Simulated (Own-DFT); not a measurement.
## Calculated data, Hf₁₆O₃₁ (monoclinic hafnia with two neutral oxygen vacancies, atoms displaced), Hf₃₂O₆₃ (monoclinic hafnia with one neutral oxygen vacancy, atoms displaced)

A calculation, not a measurement: plane-wave PBE and HSE06 DFT by an unreviewed code, no spin, of a simulated cell at Gamma alone, so results move with cell size and shape, stress positive in tension, energies less offsets, not probed for a lower state with spin; hafnium file: forces about 75 meV/angstrom off all-electron values; oxygen file: force components 24 meV/angstrom off all-electron in a glass; k mesh not checked against a denser one; forces and stress are PBE's, HSE06 gives the energy alone, and its difference from PBE has offsets of its own; offsets are fitted by least squares, one for each functional and potential file, so energies compare only between cells with the same atoms and settings and are not formation energies; the far tail of each file's local potential was reset to the Coulomb form; each entry is a single point on an unrelaxed cell, so the pressure reflects the starting lattice, mostly measured values, from which strain is counted, and rises with the displacements; printed positions are rounded, which can move forces by about a meV/angstrom; the program is a retired in-house code; no spin-orbit coupling. Program: Own-DFT development build.

Settings shared by all entries: first functional PBE; second functional HSE06; exact exchange share 0.25; screening 0.11 1/bohr; exchange divergence Gygi-Baldereschi; potential files PseudoDojo norm-conserving, scalar-relativistic, made for PBE, standard set; wave cutoff 48 hartree; occupations fixed; k mesh 1 x 1 x 1 centred on Gamma.

(1) Hf₁₆O₃₁ (monoclinic hafnia with two neutral oxygen vacancies, atoms displaced)

```cif
# cell vector a (Å): 10.2340 0.0000 0.0000
# cell vector b (Å): 0.0000 10.3500 0.0000
# cell vector c (Å): -1.6955 0.0000 10.4453
data_Hf16O31
_symmetry_space_group_name_H-M 'P 1'
_symmetry_Int_Tables_number 1
_cell_length_a 10.2340
_cell_length_b 10.3500
_cell_length_c 10.5820
_cell_angle_alpha 90.000
_cell_angle_beta 99.220
_cell_angle_gamma 90.000
_cell_volume 1106.39
loop_
_atom_site_label
_atom_site_type_symbol
_atom_site_fract_x
_atom_site_fract_y
_atom_site_fract_z
_atom_site_occupancy
Hf1 Hf 0.13549 0.01983 0.09979 1
Hf2 Hf 0.36492 0.27009 0.14917 1
Hf3 Hf 0.36294 0.47773 0.40030 1
Hf4 Hf 0.13825 0.23027 0.35664 1
O1 O 0.03824 0.16368 0.17040 1
O2 O 0.46570 0.41792 0.07389 1
O3 O 0.46537 0.33233 0.32770 1
O4 O 0.03450 0.08460 0.42320 1
O5 O 0.22165 0.38040 0.23983 1
O6 O 0.27567 0.12436 0.00697 1
O7 O 0.27329 0.12299 0.26125 1
O8 O 0.22907 0.36669 0.49055 1
Hf5 Hf 0.13363 0.02110 0.59862 1
Hf6 Hf 0.36356 0.27430 0.64137 1
Hf7 Hf 0.35667 0.47812 0.89296 1
Hf8 Hf 0.13783 0.22749 0.85033 1
O9 O 0.03601 0.16300 0.67200 1
O10 O 0.46077 0.41722 0.57753 1
O11 O 0.46238 0.33757 0.82398 1
O12 O 0.03345 0.08664 0.91932 1
O13 O 0.22614 0.37515 0.74582 1
O14 O 0.27536 0.12480 0.51107 1
O15 O 0.27281 0.11798 0.75806 1
O16 O 0.22399 0.36590 0.98787 1
Hf9 Hf 0.14151 0.52197 0.10279 1
Hf10 Hf 0.36222 0.77004 0.14479 1
Hf11 Hf 0.36457 0.98328 0.39313 1
Hf12 Hf 0.13556 0.73223 0.35743 1
O17 O 0.03645 0.66786 0.17454 1
O18 O 0.46610 0.91750 0.07809 1
O19 O 0.46244 0.82963 0.32790 1
O20 O 0.03973 0.58335 0.42644 1
O21 O 0.22207 0.87764 0.24307 1
O22 O 0.27303 0.63460 0.00823 1
O23 O 0.27086 0.62229 0.26023 1
O24 O 0.22750 0.87469 0.49264 1
Hf13 Hf 0.13327 0.52114 0.60303 1
Hf14 Hf 0.36040 0.77285 0.64379 1
Hf15 Hf 0.35798 0.97814 0.89625 1
Hf16 Hf 0.13536 0.72745 0.85614 1
O25 O 0.03118 0.66587 0.67369 1
O26 O 0.46123 0.91290 0.57326 1
O27 O 0.46580 0.83670 0.82426 1
O28 O 0.03761 0.58163 0.92725 1
O29 O 0.22382 0.87829 0.73994 1
O30 O 0.27935 0.63202 0.50517 1
O31 O 0.27401 0.62157 0.76098 1
O32 O 0.22407 0.87201 0.99279 1
Hf17 Hf 0.64408 0.01548 0.10903 1
Hf18 Hf 0.85904 0.26674 0.14970 1
Hf19 Hf 0.86823 0.48082 0.39635 1
Hf20 Hf 0.63845 0.22857 0.35656 1
O33 O 0.53476 0.16003 0.17435 1
O34 O 0.96443 0.41774 0.07715 1
O35 O 0.96661 0.33357 0.32473 1
O36 O 0.53698 0.07988 0.42530 1
O37 O 0.72620 0.38129 0.24440 1
O38 O 0.77837 0.13154 0.00855 1
O39 O 0.77766 0.12146 0.25917 1
O40 O 0.71864 0.37141 0.48715 1
Hf21 Hf 0.63717 0.02711 0.60046 1
Hf22 Hf 0.86631 0.27506 0.64644 1
Hf23 Hf 0.86233 0.48244 0.89457 1
Hf24 Hf 0.64053 0.23350 0.85333 1
O41 O 0.53931 0.16593 0.67872 1
O42 O 0.96462 0.41755 0.57724 1
O43 O 0.95986 0.33606 0.82379 1
O44 O 0.53841 0.08431 0.92469 1
O45 O 0.72621 0.38071 0.73476 1
O46 O 0.77830 0.12802 0.51478 1
O47 O 0.77604 0.12076 0.75683 1
O48 O 0.72315 0.37338 0.98821 1
Hf25 Hf 0.63816 0.52017 0.10421 1
Hf26 Hf 0.86091 0.77351 0.14465 1
Hf27 Hf 0.86064 0.97808 0.39766 1
Hf28 Hf 0.63660 0.73145 0.35615 1
O49 O 0.54260 0.66195 0.17547 1
O50 O 0.95999 0.91668 0.07288 1
O51 O 0.95978 0.83393 0.32620 1
O52 O 0.53499 0.58753 0.42111 1
O53 O 0.76624 0.62681 0.00466 1
O54 O 0.77576 0.62629 0.25480 1
Hf29 Hf 0.63909 0.51580 0.60297 1
Hf30 Hf 0.86080 0.76642 0.65215 1
Hf31 Hf 0.86122 0.98106 0.89628 1
Hf32 Hf 0.63771 0.73022 0.85750 1
O55 O 0.53322 0.66136 0.67209 1
O56 O 0.96564 0.91293 0.57269 1
O57 O 0.96172 0.83572 0.82926 1
O58 O 0.53730 0.58302 0.92459 1
O59 O 0.72363 0.87687 0.73704 1
O60 O 0.77869 0.62851 0.51264 1
O61 O 0.78024 0.62222 0.76241 1
O62 O 0.72397 0.87016 0.98793 1
```

It finds PBE energy of cell above offsets -91.566 eV; HSE06 less PBE above offsets 0.467 eV; PBE pressure 3.76 GPa; PBE stress xx -3.85 GPa; PBE stress yy -3.32 GPa; PBE stress zz -4.12 GPa; PBE stress yz 0.13 GPa; PBE stress xz 0.04 GPa; PBE stress xy -0.44 GPa.

Force:
| element | x (eV/Å) | y (eV/Å) | z (eV/Å) |
| --- | --- | --- | --- |
| Hf | 0.21 | 0.101 | 0.588 |
| Hf | -0.225 | -0.073 | -1.021 |
| Hf | -0.157 | 1.317 | -1.468 |
| Hf | 0.223 | -0.78 | -0.984 |
| O | -0.916 | 0.635 | 0.348 |
| O | -0.76 | -0.762 | 0.535 |
| O | 0.152 | -0.088 | 0.237 |
| O | -0.071 | 0.409 | -0.361 |
| O | 0.506 | -0.253 | 0.237 |
| O | -0.054 | 0.521 | 0.617 |
| O | 0.525 | 0.045 | -0.094 |
| O | -0.797 | 0.544 | 0.179 |
| Hf | 0.79 | -0.739 | 0.996 |
| Hf | -0.615 | -1.718 | 1.754 |
| Hf | 1.16 | 0.173 | 0.562 |
| Hf | 0.306 | -0.201 | 0.547 |
| O | -0.87 | 1.013 | -0.09 |
| O | 1.077 | 0.392 | -0.176 |
| O | 0.678 | -0.33 | -0.12 |
| O | -0.277 | -0.468 | 0.266 |
| O | -0.473 | 0.634 | -1.605 |
| O | 0.535 | 0.748 | -0.25 |
| O | 0.277 | 0.289 | 0.114 |
| O | 0.04 | 0.574 | 0.446 |
| Hf | -1.001 | -0.36 | 0.95 |
| Hf | 0.195 | 0.106 | 0.674 |
| Hf | -1.2 | -1.279 | 0.332 |
| Hf | 0.977 | 0.426 | -0.954 |
| O | -0.326 | 0.023 | -0.106 |
| O | 0.082 | -0.541 | 0.382 |
| O | 0.343 | 0.366 | -0.167 |
| O | -0.565 | -0.322 | -0.181 |
| O | 0.196 | 0.389 | -0.548 |
| O | 0.412 | -0.593 | 0.154 |
| O | 0.706 | -0.231 | 0.033 |
| O | -0.647 | -0.427 | -0.733 |
| Hf | 1.337 | 0.593 | 1.014 |
| Hf | 0.477 | -0.169 | 0.508 |
| Hf | 1.176 | 0.537 | -0.479 |
| Hf | 0.367 | 0.898 | -0.381 |
| O | 0.864 | -0.686 | 0.147 |
| O | 1.345 | 0.857 | 0.038 |
| O | -0.023 | -0.154 | 0.292 |
| O | -0.224 | 0.316 | -0.837 |
| O | -0.391 | -0.241 | 0.126 |
| O | -0.63 | -0.529 | 0.682 |
| O | -0.349 | -0.302 | -0.312 |
| O | -0.186 | -0.383 | -0.364 |
| Hf | -0.709 | 0.723 | -1.259 |
| Hf | 1.146 | 0.982 | -1.315 |
| Hf | -1.375 | 0.35 | -1.056 |
| Hf | 0.235 | 0.097 | -0.639 |
| O | -0.04 | 0.455 | 0.493 |
| O | -0.135 | -0.246 | 0.207 |
| O | -0.081 | 0.25 | 0.732 |
| O | 0.291 | 0.951 | -0.599 |
| O | 0.005 | -0.396 | -0.166 |
| O | -0.118 | -0.267 | 0.421 |
| O | -0.39 | -0.497 | 0.45 |
| O | 0.693 | -0.024 | 0.201 |
| Hf | 0.048 | -1.825 | 1.706 |
| Hf | -0.799 | -1.494 | 0.198 |
| Hf | -0.379 | -0.419 | 1.086 |
| Hf | -0.67 | -1.01 | 0.675 |
| O | -0.894 | 0.527 | -1.071 |
| O | 0.298 | 0.192 | -0.36 |
| O | 0.929 | -0.355 | 0.087 |
| O | -0.071 | 0.067 | -0.073 |
| O | -0.37 | -0.149 | 0.327 |
| O | -0.097 | 0.236 | -0.814 |
| O | 0.133 | 0.326 | 0.41 |
| O | 0.171 | -0.311 | 0.031 |
| Hf | 0.404 | -0.124 | -0.407 |
| Hf | -0.02 | -0.896 | -0.081 |
| Hf | 0.177 | -0.428 | -0.214 |
| Hf | 0.587 | -0.512 | -0.272 |
| O | -1.65 | 1.426 | -0.028 |
| O | 0.715 | 0.329 | 0.448 |
| O | -0.014 | 0.002 | 0.035 |
| O | -0.323 | -0.931 | 0.435 |
| O | 1.276 | 0.595 | 0.729 |
| O | 0.407 | -0.272 | 1.16 |
| Hf | -0.393 | 1.755 | 0.206 |
| Hf | -0.364 | 1.206 | -1.077 |
| Hf | -0.428 | 0.341 | -0.862 |
| Hf | -0.632 | -0.468 | -1.196 |
| O | 0.298 | -0.078 | 0.108 |
| O | -0.671 | -0.495 | 0.366 |
| O | 0.864 | -0.529 | 0.123 |
| O | -1.116 | -0.04 | -0.501 |
| O | -0.26 | 0.456 | -0.399 |
| O | -0.296 | 0.104 | -0.357 |
| O | -0.317 | -0.136 | -0.196 |
| O | -0.263 | 0.261 | 0.784 |

(2) Hf₃₂O₆₃ (monoclinic hafnia with one neutral oxygen vacancy, atoms displaced)

```cif
# cell vector a (Å): 10.2340 0.0000 0.0000
# cell vector b (Å): 0.0000 10.3500 0.0000
# cell vector c (Å): -1.6955 0.0000 10.4453
data_Hf32O63
_symmetry_space_group_name_H-M 'P 1'
_symmetry_Int_Tables_number 1
_cell_length_a 10.2340
_cell_length_b 10.3500
_cell_length_c 10.5820
_cell_angle_alpha 90.000
_cell_angle_beta 99.220
_cell_angle_gamma 90.000
_cell_volume 1106.39
loop_
_atom_site_label
_atom_site_type_symbol
_atom_site_fract_x
_atom_site_fract_y
_atom_site_fract_z
_atom_site_occupancy
Hf1 Hf 0.13611 0.01722 0.10038 1
Hf2 Hf 0.36158 0.27029 0.15091 1
Hf3 Hf 0.35958 0.47933 0.39325 1
Hf4 Hf 0.14256 0.23135 0.35210 1
O1 O 0.03580 0.16721 0.16674 1
O2 O 0.46230 0.41732 0.07975 1
O3 O 0.46562 0.33097 0.32085 1
O4 O 0.03882 0.08581 0.42430 1
O5 O 0.22313 0.37946 0.24131 1
O6 O 0.27174 0.12953 0.01235 1
O7 O 0.27522 0.11962 0.26311 1
O8 O 0.22542 0.37040 0.49015 1
Hf5 Hf 0.13728 0.02196 0.60585 1
Hf6 Hf 0.36260 0.27000 0.64908 1
Hf7 Hf 0.36087 0.48205 0.89031 1
Hf8 Hf 0.13642 0.22825 0.85488 1
O9 O 0.03826 0.16835 0.67261 1
O10 O 0.46464 0.41500 0.58241 1
O11 O 0.46245 0.33702 0.82002 1
O12 O 0.04052 0.08816 0.92775 1
O13 O 0.22475 0.38064 0.73621 1
O14 O 0.27718 0.13357 0.51015 1
O15 O 0.27635 0.12570 0.76119 1
Hf9 Hf 0.13952 0.51790 0.10448 1
Hf10 Hf 0.35850 0.76871 0.14417 1
Hf11 Hf 0.35706 0.98343 0.39518 1
Hf12 Hf 0.13355 0.72618 0.35451 1
O16 O 0.04245 0.66836 0.17606 1
O17 O 0.47052 0.91872 0.07603 1
O18 O 0.46414 0.83447 0.32253 1
O19 O 0.03997 0.57756 0.42510 1
O20 O 0.22819 0.88035 0.24199 1
O21 O 0.27598 0.62493 0.01238 1
O22 O 0.28101 0.62443 0.25745 1
O23 O 0.22843 0.86843 0.49110 1
Hf13 Hf 0.14109 0.51781 0.61086 1
Hf14 Hf 0.35956 0.77056 0.64534 1
Hf15 Hf 0.36054 0.98490 0.89546 1
Hf16 Hf 0.13672 0.72898 0.85328 1
O24 O 0.03578 0.66690 0.66923 1
O25 O 0.46590 0.91575 0.57852 1
O26 O 0.46658 0.83649 0.82819 1
O27 O 0.03526 0.57918 0.92780 1
O28 O 0.22838 0.88280 0.74160 1
O29 O 0.27220 0.63386 0.51121 1
O30 O 0.27432 0.62181 0.76111 1
O31 O 0.22209 0.87318 0.99191 1
Hf17 Hf 0.63944 0.02162 0.10712 1
Hf18 Hf 0.86206 0.26700 0.14269 1
Hf19 Hf 0.86019 0.48061 0.39872 1
Hf20 Hf 0.63665 0.23114 0.35480 1
O32 O 0.53608 0.16271 0.17192 1
O33 O 0.96566 0.41723 0.07784 1
O34 O 0.96035 0.33226 0.32773 1
O35 O 0.53735 0.08094 0.42375 1
O36 O 0.72157 0.37268 0.24256 1
O37 O 0.77565 0.13100 0.00891 1
O38 O 0.77665 0.12015 0.25971 1
O39 O 0.73069 0.37278 0.48475 1
Hf21 Hf 0.63504 0.02243 0.60264 1
Hf22 Hf 0.86029 0.27004 0.64544 1
Hf23 Hf 0.86641 0.48244 0.90242 1
Hf24 Hf 0.64153 0.23377 0.85208 1
O40 O 0.54152 0.16594 0.67989 1
O41 O 0.96840 0.41701 0.58124 1
O42 O 0.96455 0.33090 0.82606 1
O43 O 0.53640 0.08382 0.92080 1
O44 O 0.71588 0.37970 0.73528 1
O45 O 0.77823 0.12916 0.50671 1
O46 O 0.77742 0.12076 0.76177 1
O47 O 0.72778 0.37023 0.99000 1
Hf25 Hf 0.63601 0.52099 0.09819 1
Hf26 Hf 0.86458 0.76836 0.14948 1
Hf27 Hf 0.85889 0.97636 0.39502 1
Hf28 Hf 0.63902 0.72945 0.35266 1
O48 O 0.53713 0.66385 0.17483 1
O49 O 0.96277 0.91786 0.07531 1
O50 O 0.96369 0.83090 0.32797 1
O51 O 0.53564 0.57508 0.42492 1
O52 O 0.72386 0.87723 0.23692 1
O53 O 0.77818 0.63392 0.00883 1
O54 O 0.77660 0.61824 0.25690 1
O55 O 0.72381 0.87037 0.49234 1
Hf29 Hf 0.63574 0.51888 0.60251 1
Hf30 Hf 0.86575 0.76774 0.64738 1
Hf31 Hf 0.86717 0.97733 0.89727 1
Hf32 Hf 0.63770 0.72944 0.85177 1
O56 O 0.53945 0.66655 0.67276 1
O57 O 0.96522 0.91789 0.57571 1
O58 O 0.96494 0.83347 0.82768 1
O59 O 0.53895 0.58308 0.91820 1
O60 O 0.72216 0.87532 0.73592 1
O61 O 0.77187 0.63573 0.50654 1
O62 O 0.77842 0.61857 0.76076 1
O63 O 0.72266 0.86881 0.99041 1
```

The calculation gives: PBE energy of cell above offsets -94.261 eV; HSE06 less PBE above offsets -0.106 eV; PBE pressure 3.99 GPa; PBE stress xx -3.58 GPa; PBE stress yy -3.83 GPa; PBE stress zz -4.55 GPa; PBE stress yz -0.08 GPa; PBE stress xz -0.21 GPa; PBE stress xy -0.07 GPa.

Force:
| element | x (eV/Å) | y (eV/Å) | z (eV/Å) |
| --- | --- | --- | --- |
| Hf | 0.407 | 0.585 | 1.539 |
| Hf | 0.771 | -0.472 | -1.619 |
| Hf | 0.511 | 0.27 | 0.874 |
| Hf | -1.941 | -0.336 | 0.581 |
| O | 0.157 | 0.113 | 0.475 |
| O | -0.149 | -0.001 | -0.63 |
| O | -0.717 | 0.85 | 1.335 |
| O | -0.342 | -0.443 | -0.309 |
| O | 0.099 | 0.121 | -0.54 |
| O | 0.533 | 0.607 | -0.059 |
| O | 0.078 | 0.544 | -0.473 |
| O | 0.066 | 0.345 | -0.179 |
| Hf | 0.118 | 0.197 | -0.936 |
| Hf | 0.331 | -0.104 | -0.664 |
| Hf | 0.414 | -1.024 | 0.952 |
| Hf | 0.548 | 0.727 | 0.017 |
| O | -0.44 | 0.017 | 0.047 |
| O | -0.019 | 0.23 | -0.935 |
| O | 0.379 | 0.142 | 1.275 |
| O | -1.321 | -1.025 | -0.885 |
| O | -0.177 | -0.293 | 1.101 |
| O | 0.114 | -0.682 | 0.086 |
| O | -0.042 | -0.293 | 0.133 |
| Hf | 0.186 | 0.115 | 0.313 |
| Hf | 1.363 | 1.043 | 0.619 |
| Hf | 0.986 | -1.396 | 0.398 |
| Hf | 1.071 | 0.302 | 0.757 |
| O | -0.522 | -0.116 | -0.729 |
| O | -1.318 | -0.811 | 0.024 |
| O | 0.294 | -0.01 | 0.558 |
| O | -0.355 | 0.249 | -0.354 |
| O | -0.628 | -0.124 | -0.393 |
| O | -0.129 | 0.168 | -0.761 |
| O | -0.358 | -0.792 | 0.678 |
| O | -0.593 | 0.569 | -0.109 |
| Hf | -0.257 | 0.223 | -1.853 |
| Hf | 1.24 | 0.673 | 0.068 |
| Hf | 1.574 | -0.51 | 0.588 |
| Hf | 0.233 | 0.128 | 0.425 |
| O | 0.277 | 0.127 | 0.81 |
| O | -0.26 | 0.064 | -0.104 |
| O | -0.37 | -0.259 | -0.129 |
| O | 1.017 | 1.178 | -0.676 |
| O | -0.707 | -0.426 | 0.038 |
| O | 0.511 | -1.025 | -0.058 |
| O | -0.041 | 0.327 | 0.145 |
| O | 0.093 | -0.743 | -0.602 |
| Hf | 0.05 | -0.285 | -1.28 |
| Hf | -0.293 | 0.367 | 1.161 |
| Hf | 0.975 | -0.545 | -0.919 |
| Hf | 1.062 | -0.581 | -0.623 |
| O | -0.704 | 0.756 | 0.341 |
| O | 0.329 | -0.041 | 0.362 |
| O | 0.771 | -0.127 | -0.006 |
| O | -0.424 | 0.283 | -0.261 |
| O | 0.021 | 0.825 | -0.981 |
| O | 0.248 | -0.359 | -0.034 |
| O | 0.11 | -0.267 | 0.156 |
| O | -0.895 | -0.271 | 1.062 |
| Hf | 0.468 | -0.859 | 0.462 |
| Hf | 0.355 | 0.109 | -0.115 |
| Hf | -0.967 | -0.667 | -1.325 |
| Hf | -0.511 | -1.016 | 0.563 |
| O | -0.969 | 0.211 | -1.054 |
| O | -0.463 | -0.09 | 0.097 |
| O | -0.414 | 0.568 | 0.386 |
| O | -0.135 | 0.449 | -0.042 |
| O | 0.863 | -0.516 | 0.315 |
| O | -0.21 | 0.137 | 0.546 |
| O | 0.523 | 0.02 | -0.092 |
| O | -0.181 | 0.554 | 0.035 |
| Hf | -0.11 | -0.376 | 1.061 |
| Hf | -0.74 | 0.206 | -0.968 |
| Hf | 0.325 | 0.984 | 0.373 |
| Hf | -0.991 | 0.068 | -0.012 |
| O | -0.359 | 0.08 | -0.479 |
| O | 0.174 | -0.372 | 0.383 |
| O | 0.068 | 0.082 | 0.214 |
| O | -0.039 | 0.634 | -0.835 |
| O | 0.208 | -0.265 | 0.742 |
| O | 0.19 | -0.777 | 0.158 |
| O | 0.189 | 0.081 | 0.198 |
| O | 0.314 | 0.24 | -0.731 |
| Hf | 0.065 | 0.554 | 0.392 |
| Hf | -1.512 | 0.701 | -0.736 |
| Hf | -1.831 | 0.565 | -0.32 |
| Hf | 0.365 | 0.979 | -0.021 |
| O | -0.848 | 0.096 | -0.372 |
| O | 0.077 | -0.29 | 0.393 |
| O | 0.751 | -0.397 | 0.069 |
| O | -0.687 | -0.568 | 0.451 |
| O | 0.528 | 0.33 | 0.411 |
| O | 0.474 | -0.765 | 0.272 |
| O | 0.411 | 0.082 | -0.072 |
| O | 0.681 | 0.44 | -0.163 |
